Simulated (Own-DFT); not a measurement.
Simulation results for Ti5Si3 (Ti5Si3 crystal, atoms displaced)

Computed with Own-DFT development build. A calculation, not a measurement: plane-wave PBEsol density functional theory by an unreviewed code, no spin, of a simulated periodic cell, stress positive in tension, free energy of the whole cell less one offset for each atom, forces on such cells passed a denser k mesh, this cell's mesh not checked; offsets are fitted by least squares, one for each functional and potential file, so energies compare only between cells with the same atoms and settings and are not formation energies; the far tail of each file's local potential was reset to the Coulomb form; each entry is a single point on an unrelaxed cell, so the pressure reflects the starting lattice, taken from the Materials Project, from which strain is counted, and rises with the displacements; printed positions are rounded, which can move forces by about a meV/angstrom; the program is a retired in-house code; no spin-orbit coupling.

Settings shared by all entries: functional PBEsol; potential files PseudoDojo norm-conserving, scalar-relativistic, made for PBE, standard set; wave cutoff 42 hartree; occupations cold (Marzari-Vanderbilt); smearing width 0.2 eV; k mesh 4 x 4 x 4 centred on Gamma.

(1) 
```xyz
48
Lattice="7.4471 0.0000 -5.1150 3.7235 6.4494 5.1150 3.7235 -6.4494 5.1150" Properties=species:S:1:pos:R:3:force_x:R:1:force_y:R:1:force_z:R:1 formula=Ti5Si3 free_energy_of_cell_above_offsets=19.908 pressure=6.73 stress_xx=-7.1 stress_yy=-9.2 stress_zz=-3.9 stress_yz=-0.58 stress_xz=0.61 stress_xy=0.02
Ti     3.9192    -2.3116     4.8735     -2.612      0.616      5.947
Ti     3.7478     2.2008     2.6984     -0.242     -1.347     -2.627
Ti     3.8190     2.0823     0.0498      0.078      0.555      -1.08
Ti    11.2642    -2.1922     2.3757      0.718      -0.11      1.039
Ti     1.7919     0.0408     1.1899      0.592     -1.323      0.366
Ti     8.6234     1.6850    -1.3776     -1.253     -0.709      0.462
Ti     8.5724    -1.7132     3.9219     -1.983      0.292     -0.488
Ti    10.1340    -5.1450     1.1957       2.17      2.721      0.761
Ti     6.3792    -1.5911     6.4187      1.282      0.413      0.267
Ti     5.5129    -0.1285     3.8217      1.692      2.316     -0.561
Si     4.3838    -0.1570     1.0638          1      0.929      1.562
Si     9.8584     3.9143    -1.2483     -2.427      0.084      0.483
Si     6.1708     2.5928    -1.1487          0     -0.895     -0.395
Si     8.9623    -2.7556     1.5493      1.391      2.866      -1.94
Si     5.3247    -4.0347     6.3613     -1.332      1.062     -0.139
Si     3.1122    -0.1575     4.0790     -2.036      3.474     -0.419
Ti    11.3689    -1.8787     5.2754     -2.444     -7.384     -5.013
Ti    10.8807     1.9604     2.4395      3.242      2.828      3.417
Ti     3.8493     2.1119     5.1251     -1.382      2.785     -1.925
Ti     7.7345     4.3239     2.6485     -2.357     -0.455     -2.302
Ti     9.3568     0.0714     1.1210     -0.987       -1.2      1.175
Ti     8.0618     1.6280     3.9308      3.021     -0.957     -0.448
Ti     4.4541     4.9966     3.6776      2.107     -0.669      0.645
Ti     6.3446     1.4508     1.3187      1.287      0.975     -0.164
Ti    10.4984     5.0473     1.4973     -4.685      0.742     -1.111
Ti    13.0574    -0.0637     4.0079     -0.097      1.046     -1.729
Si    11.9928     0.3594     1.1440      0.379     -6.734      1.318
Si     9.7981     3.9053     3.7174      1.211     -0.582      2.001
Si     5.9167     2.6454     3.6554      0.093     -0.175      0.703
Si     8.9809    -2.2345     6.3477     -2.364     -10.21      1.063
Si     9.0990     2.5991     1.1786     -3.316      0.819     -1.292
Si    10.3886    -0.1128     3.4852     -0.231      0.308      2.076
Ti     7.4758     4.3552     4.8551     -0.539      -1.86      3.403
Ti     7.6302    -4.3848     2.4923     -0.476     -1.741      4.227
Ti     7.5362    -4.3400     0.2658     -0.674     -0.084     -4.646
Ti     3.5669    -2.0033     2.7730      1.556     -1.907     -5.127
Ti     9.3989    -0.3233     6.2893      1.126      11.13     -0.203
Ti     4.6348    -5.1740     3.8842     -2.221      3.656     -0.211
Ti     8.4604    -1.6495    -1.1254     -1.213      1.701     -0.257
Ti     6.4360     1.6522     6.3648      2.005      1.418      0.196
Ti     6.5872    -1.5515     1.1257      0.214     -0.109      0.831
Ti     5.6144    -0.0421    -1.2806      0.174      0.524      0.023
Si    11.9283    -0.1422     6.2114      1.975      4.908      4.278
Si     5.9427    -2.4713     4.0716      4.384     -2.276     -3.006
Si     9.6368    -3.6541    -1.1512     -0.415     -4.959     -0.869
Si     4.9390     3.9992     6.4187      4.727      -1.96      0.098
Si     5.5286    -3.8518     1.5666     -4.402     -0.345     -0.693
Si     2.7302    -0.0627    -1.3944      3.261     -0.177      0.304
```

Units: free_energy_of_cell_above_offsets in eV; pressure, stress_xx, stress_yy, stress_zz, stress_yz, stress_xz, stress_xy in GPa; force_x, force_y, force_z in eV/Å.

(2) 
```xyz
48
Lattice="7.4471 0.0000 -5.1150 3.7235 6.4494 5.1150 3.7235 -6.4494 5.1150" Properties=species:S:1:pos:R:3:force_x:R:1:force_y:R:1:force_z:R:1 formula=Ti5Si3 free_energy_of_cell_above_offsets=17.127 pressure=6.17 stress_xx=-7.92 stress_yy=-6.43 stress_zz=-4.18 stress_yz=-0.37 stress_xz=-0.66 stress_xy=0.6
Ti     3.7260    -2.0559     5.0881      0.747     -0.866      1.357
Ti     3.7253     2.3136     2.5062     -1.363     -1.622     -0.052
Ti     3.6054     1.8511     0.3211      1.486       2.09     -4.351
Ti    11.2450    -2.2917     2.5248      0.529      1.883      0.995
Ti     1.9830    -0.2306     1.3679     -0.112       2.51     -0.564
Ti     8.0267     1.4928    -1.5836      3.073      0.268      1.628
Ti     8.5625    -1.3681     3.8633     -3.119     -2.644      -0.72
Ti    10.1751    -4.6235     1.3795      1.534     -3.903     -1.458
Ti     6.6126    -1.6530     6.4412     -3.362      1.829      0.036
Ti     5.4546    -0.2049     3.6001       1.19      0.692      1.565
Si     4.7636     0.0037     1.2257     -1.735     -3.046      0.212
Si     9.6788     3.9867    -1.2658     -1.125      0.083      0.109
Si     9.5562    -3.8416     3.7184      2.465      0.626      2.774
Si     9.0787    -2.6729     1.5403     -2.162      3.922      -1.65
Si     5.2505    -3.8860     6.2707      -2.18     -0.513      0.224
Si     2.9512     0.1825     3.8398      -1.88     -2.757     -1.088
Ti     7.2090     3.9874     0.2865      2.039      1.954     -2.279
Ti    10.9495     2.4030     2.6442      3.101     -2.028     -1.853
Ti     3.6557     2.0550     4.8523      0.388      2.696      4.296
Ti     7.4975     4.2282     2.7792     -0.708     -0.102     -2.912
Ti     9.3945    -0.0077     1.1758     -1.095     -0.188       1.03
Ti     8.5191     1.5294     3.7247      -5.02      3.642       0.36
Ti     4.6176     4.6055     4.0264      0.263      2.111     -2.998
Ti     6.4450     1.5508     1.4938      2.186      1.253     -1.513
Ti    10.1491     4.7368     1.1727      0.864      1.813     -0.311
Ti    12.8240     0.1819     3.7979      0.921     -0.871     -0.099
Si    11.8919    -0.0356     1.1287      1.732      1.164      1.255
Si     6.1577    -2.0858    -1.5315     -0.151     -4.017      1.869
Si     5.7760     2.3494     3.7205      3.377       0.22      1.285
Si     8.7016    -2.3851     6.2968      1.876      -4.49      0.688
Si     9.0681     2.5672     1.2092     -2.608     -1.287     -0.463
Si    10.1909     0.2472     3.9227      5.504     -3.044     -0.446
Ti     7.3403     4.2095     4.9615      1.285      0.561      2.444
Ti     7.6686    -4.2283     2.6812     -4.888     -3.004     -2.419
Ti    11.1949     2.2043     5.0150      1.033      0.669      1.569
Ti     3.6035    -2.0725     2.8291      1.724      0.459     -5.377
Ti     9.1893    -0.2452     6.3078       1.19      4.737      0.945
Ti     4.6146    -4.9508     3.7460     -1.051      0.375      0.187
Ti     8.5280    -1.5739    -1.2631     -0.679      0.516     -0.186
Ti     6.4601     1.7677     6.3441      0.267     -1.047        0.2
Ti     6.6470    -1.7672     1.1257       0.19      1.283      0.631
Ti     5.7747     0.0359    -1.2160     -2.177      3.065     -0.176
Si    11.9439    -0.0380     6.3413     -0.394      0.449      0.218
Si     5.9580    -2.8336     3.6547      0.058      2.138      1.085
Si     9.8416    -3.6968    -1.2199     -2.286     -3.975      0.182
Si     5.1191     3.9244     6.1878      0.002     -1.601      2.872
Si     5.3760    -3.8922     1.1680     -2.116      -1.06      1.086
Si     2.7633     0.0075    -1.3074      1.187     -0.944     -0.188
```

Units: free_energy_of_cell_above_offsets in eV; pressure, stress_xx, stress_yy, stress_zz, stress_yz, stress_xz, stress_xy in GPa; force_x, force_y, force_z in eV/Å.

(3) 
```xyz
48
Lattice="7.4471 0.0000 -5.1150 3.7235 6.4494 5.1150 3.7235 -6.4494 5.1150" Properties=species:S:1:pos:R:3:force_x:R:1:force_y:R:1:force_z:R:1 formula=Ti5Si3 free_energy_of_cell_above_offsets=17.439 pressure=5.97 stress_xx=-5.17 stress_yy=-6.33 stress_zz=-6.4 stress_yz=0.74 stress_xz=-0.84 stress_xy=1.45
Ti     3.7354    -2.3516     5.0342      0.108      -0.13      1.754
Ti     3.8210     2.0831     2.9048     -1.179      0.063     -4.668
Ti     3.8516     1.8756    -0.1648     -3.421      3.184      2.263
Ti    10.9344    -2.1350     2.6603      2.213     -3.268     -1.028
Ti     1.8378     0.0762     1.1450     -0.239      -1.06      0.611
Ti     8.1782     1.6410    -1.3641       2.05     -1.383      1.783
Ti     8.2859    -1.5912     3.4776      0.649     -0.457      2.648
Ti    10.4329    -4.7541     1.3515     -1.373     -0.211      -0.46
Ti     6.5005    -1.6324     6.2558      0.407     -0.078      0.721
Ti     5.8786    -0.2316     3.9018     -1.636      3.356     -0.164
Si     4.3728    -0.0198     1.2771      1.483     -0.854      0.762
Si     9.8224     3.8468    -0.8293     -1.329      1.585     -3.025
Si     6.0063     2.4521    -0.7661     -1.567      3.631     -8.364
Si     8.9555    -2.3622     1.2789     -0.144     -1.645     -1.569
Si     5.1867    -3.8088     6.8174      1.778      0.145     -2.373
Si     3.0755    -0.2065     4.0085     -0.546      2.618     -0.132
Ti     7.5198     4.1730    -0.1118     -0.786      2.283      2.629
Ti    11.0260     1.9837     2.4454      1.546      0.687      1.037
Ti    11.0883     2.0448    -0.1106      1.778     -0.937      3.594
Ti     7.5830     4.3936     2.5932     -0.879     -1.557     -1.479
Ti     9.2986     0.1153     1.2728     -0.791     -0.578     -0.225
Ti     8.6552     1.3637     3.7939     -3.967      3.469      0.523
Ti     4.6799     4.8451     3.9864      0.553      0.224     -0.659
Ti     6.4840     1.6893     1.0586      1.687     -3.034      7.175
Ti    10.2669     4.9863     1.3441      0.051      0.455      0.345
Ti    12.9504     0.2349     3.8215       0.73     -2.195      0.087
Si    11.7946    -0.2597     1.3933      1.821      1.679     -1.173
Si     9.8106     3.9827     3.8007     -1.082      0.187     -0.139
Si     5.9374     2.5334     3.8904      1.956     -0.653     -0.592
Si     8.9236    -2.4595     6.2879      -0.45     -3.374      0.327
Si     8.9988     2.6285     1.2946     -1.402      0.138     -0.352
Si    10.2840    -0.1624     3.6670      2.035      0.674      1.859
Ti     7.3421     4.0597     5.1788      1.133      2.377     -0.567
Ti     7.3394    -4.2182     2.2197       1.01      1.863      5.026
Ti     7.4494    -4.1617    -0.1413       0.54      -0.06     -1.221
Ti     3.5179    -2.0937     2.6472      4.039       1.49     -3.111
Ti     9.1810    -0.2516     6.3938      0.923      4.564     -0.283
Ti     4.7073    -4.7871     3.8593       0.39     -0.794      0.122
Ti     8.4552    -1.5424    -1.1276       -0.7      -0.66     -1.033
Ti     6.5926     1.6517     6.3047     -0.675     -2.151     -0.998
Ti     6.6444    -1.5943     1.3004     -1.935      0.477     -0.616
Ti     5.5013     0.0880    -1.1835      3.406     -1.416     -0.724
Si    12.0111     0.5058     6.2864      1.285     -5.668      -0.38
Si     5.9995    -2.5127     3.7826     -0.074     -2.566     -0.271
Si     9.8148    -3.8557    -1.8266     -2.454     -2.099      4.452
Si     5.1580     3.7328     6.6126     -1.127      1.978     -1.752
Si     5.1835    -3.8719     1.3447     -0.703     -0.449     -0.649
Si     3.2802    -0.0177    -1.5050     -5.113      0.152      0.286
```

Units: free_energy_of_cell_above_offsets in eV; pressure, stress_xx, stress_yy, stress_zz, stress_yz, stress_xz, stress_xy in GPa; force_x, force_y, force_z in eV/Å.

(4) 
```xyz
48
Lattice="7.4471 0.0000 -5.1150 3.7235 6.4494 5.1150 3.7235 -6.4494 5.1150" Properties=species:S:1:pos:R:3:force_x:R:1:force_y:R:1:force_z:R:1 formula=Ti5Si3 free_energy_of_cell_above_offsets=15.230 pressure=5.16 stress_xx=-6.32 stress_yy=-6.28 stress_zz=-2.89 stress_yz=-2.06 stress_xz=0.86 stress_xy=1.66
Ti    11.1381    -2.2501     0.0731     -0.889      1.671     -1.498
Ti     3.7876     1.8986     2.5578     -2.598      8.273      1.763
Ti     3.8491     2.0567     0.0388     -1.661      1.881     -0.457
Ti    11.2493    -2.0511     2.5248     -1.315      0.232     -0.297
Ti     1.9408     0.2676     1.3284      -1.42     -2.316     -0.854
Ti     8.2159     1.6404    -1.1444      2.357     -0.528     -0.509
Ti     8.1039    -1.6814     3.7528       3.85      1.415      0.761
Ti    10.0958    -4.6527     1.3209      2.888       0.25     -0.194
Ti     6.6738    -1.5111     6.4780     -1.772      0.293     -0.354
Ti     5.6408    -0.0537     3.9126     -0.407      0.733     -1.056
Si     4.4400     0.2869     1.4825      3.123      -8.07     -3.168
Si     9.5497     3.9525    -1.1617      3.481     -1.129     -1.433
Si     5.9627     2.3258    -1.2890     -0.167      3.796       0.43
Si     8.8269    -2.5073     1.3995     -0.182      1.178     -1.175
Si     5.1876    -3.7259     6.3549      0.968     -1.324       0.37
Si     2.8997     0.0400     3.6542     -0.922     -1.611      2.303
Ti    11.2311    -2.0166     4.8437     -2.899     -0.571      3.808
Ti    11.3025     2.2072     2.4389      -1.57     -0.009     -0.158
Ti     3.6605     2.1613     4.9179      0.316      0.523      2.029
Ti     7.1842     4.4454     2.4158      4.992      0.243      1.533
Ti     9.2488     0.3479     1.2192      1.369     -7.893      -0.86
Ti     8.1565     1.5900     3.9610      2.977     -0.995      0.274
Ti     4.7233     4.9821     3.8350     -3.209     -2.829       0.54
Ti     6.5090     1.6744     1.4064     -0.288      -1.29     -3.392
Ti    10.4358     4.7347     1.3263     -3.144      1.687     -0.146
Ti    12.9653    -0.1034     3.9921      0.626      1.324     -0.846
Si     4.5153     0.1353     6.1370     -2.245     -2.928      1.336
Si     9.5216     3.9135     3.9856      2.109      0.101     -3.207
Si     6.0737     2.4248     3.4969     -2.754       2.32      3.787
Si     5.1717     3.9690     1.5350     -1.573     -1.138     -2.557
Si     8.7860     2.3286     1.5914      0.321      7.352     -0.655
Si    10.4479     0.1687     3.7810     -2.257     -2.086     -1.215
Ti     3.8775    -2.1388     0.0278     -3.854      1.652      0.094
Ti     7.4318    -4.2246     2.6542     -1.359     -0.399     -0.827
Ti    10.9699     2.1032     4.9351      1.169      2.215        3.3
Ti     3.6524    -2.1659     2.5418     -0.042     -0.217      1.007
Ti     9.2977     0.0672     6.4872      0.101     -0.065     -0.817
Ti     4.6588    -4.9432     3.7483     -1.774      1.996      0.629
Ti     8.2840    -1.5904    -1.2606      0.294     -0.439     -0.218
Ti     6.2483     1.5280     6.3221      4.067      2.558      0.193
Ti     6.4359    -1.5331     1.1018      0.055     -0.032      1.396
Ti     5.6482     0.0609    -1.2982     -0.878     -2.195      0.238
Si    12.0469     0.3790     6.4529     -1.548      -4.26     -0.341
Si     5.9937    -2.4877     3.8599      -2.53     -1.565      0.429
Si     9.6177    -4.1102    -1.1784      1.005       1.53      -0.54
Si     5.1948     3.9702     6.3263      1.202       0.33     -0.393
Si     4.9861    -3.8871     1.3100      1.168     -1.126      0.335
Si     2.6613    -0.0200    -1.2676      4.819      1.461      0.607
```

Units: free_energy_of_cell_above_offsets in eV; pressure, stress_xx, stress_yy, stress_zz, stress_yz, stress_xz, stress_xy in GPa; force_x, force_y, force_z in eV/Å.

(5) 
```xyz
48
Lattice="7.4471 0.0000 -5.1150 3.7235 6.4494 5.1150 3.7235 -6.4494 5.1150" Properties=species:S:1:pos:R:3:force_x:R:1:force_y:R:1:force_z:R:1 formula=Ti5Si3 free_energy_of_cell_above_offsets=19.538 pressure=6.94 stress_xx=-7.62 stress_yy=-8.82 stress_zz=-4.39 stress_yz=-0.02 stress_xz=-1.2 stress_xy=-0.29
Ti    11.0749    -2.3514     0.0478      2.283      2.845     -2.412
Ti     3.7131     1.9422     2.6848      0.923      2.631      -2.37
Ti     7.2617    -4.3204     5.0124       1.11     -0.153      4.231
Ti    11.1635    -2.0542     2.8047      0.497     -1.362     -1.675
Ti     1.8963     0.0546     1.5808     -0.757     -0.421     -1.216
Ti     8.3052     1.7849    -1.0258      0.991     -1.431     -1.731
Ti     8.4170    -1.3068     3.8654     -2.038     -2.729     -0.239
Ti    10.0529    -4.7755     1.5580       2.34      0.967     -0.731
Ti     6.7389    -1.6044     6.3369     -3.546      0.717      0.418
Ti     5.8423    -0.0718     3.7796     -1.307      0.571      0.188
Si     4.4438    -0.1657     1.2505      1.749      2.906      0.303
Si     9.8933     3.8119    -1.2673     -2.972      1.913     -1.446
Si     5.9151     2.4303    -1.0376      -0.41     -0.441     -1.219
Si     9.1896    -2.3236     1.2898     -4.325     -0.945      1.331
Si     4.9776    -3.9625     6.1654      1.986     -0.167      3.559
Si     3.0020     0.0931     3.8574     -0.464     -2.351      1.859
Ti     7.1988     4.1015     0.0107      3.733      2.553      1.203
Ti    11.0076     1.9739     2.4528      2.589       2.29      2.611
Ti     3.8535     2.6201     5.2148     -1.989     -5.783     -0.914
Ti     7.4714     4.3479     2.4594      0.374     -0.074      0.711
Ti     9.3626     0.1468     1.3595      0.903     -6.811     -0.327
Ti     8.1962     1.7740     3.9942      3.376     -0.991     -0.279
Ti     4.5618     5.0128     3.8248      0.673     -0.311     -0.339
Ti     6.7455     1.5378     1.2318      -3.43     -0.861      1.013
Ti    10.1347     4.9937     1.0792      1.459     -1.361      1.263
Ti    12.8500    -0.1049     3.8972      1.179      0.996     -0.393
Si    12.0292     0.0118     1.3958       -0.5     -1.962     -1.539
Si     6.1841    -2.2061    -1.0224     -2.279     -7.339     -3.169
Si     6.0739     2.6852     3.8279     -2.211      -0.67     -0.936
Si     5.1060     3.8654     1.2308      1.151     -0.789      1.042
Si     8.9509     2.1460     1.4023     -1.274      8.664     -0.202
Si    10.3228     0.0036     3.9511      0.439      1.372      0.154
Ti     3.5338    -1.9774     0.0135      4.902     -4.555     -1.123
Ti     7.4776    -4.3110     2.8588      1.887     -3.077     -4.697
Ti    11.0987     2.0726     5.1860      0.374      2.044     -0.552
Ti     4.0002    -2.2769     2.3480     -3.276      0.495      3.334
Ti     9.3490    -0.0003     6.3505     -0.174     -1.086      0.652
Ti     4.4887    -4.8309     4.0065      1.267     -1.696     -1.654
Ti     8.3858    -1.7203    -1.1813      2.532      1.482     -0.228
Ti     6.4233     1.4572     6.2099      2.086      1.718      1.027
Ti     6.4124    -1.8790     1.1955      1.489      1.961      2.526
Ti     5.7416    -0.1701    -1.2333     -1.692      6.173     -0.797
Si    12.0639     0.1868     6.3231     -2.218     -2.638      1.069
Si     6.1765    -2.6983     3.6303     -2.967      4.056      1.594
Si     9.6953    -3.9084    -1.3193     -1.131      -0.77     -0.625
Si     5.3477     3.9454     6.1111     -1.211      1.424      4.567
Si     5.3080    -4.0644     1.5002     -0.911     -0.683     -0.919
Si     2.9786    -0.1362    -0.9633     -1.212      3.682     -2.923
```

Units: free_energy_of_cell_above_offsets in eV; pressure, stress_xx, stress_yy, stress_zz, stress_yz, stress_xz, stress_xy in GPa; force_x, force_y, force_z in eV/Å.
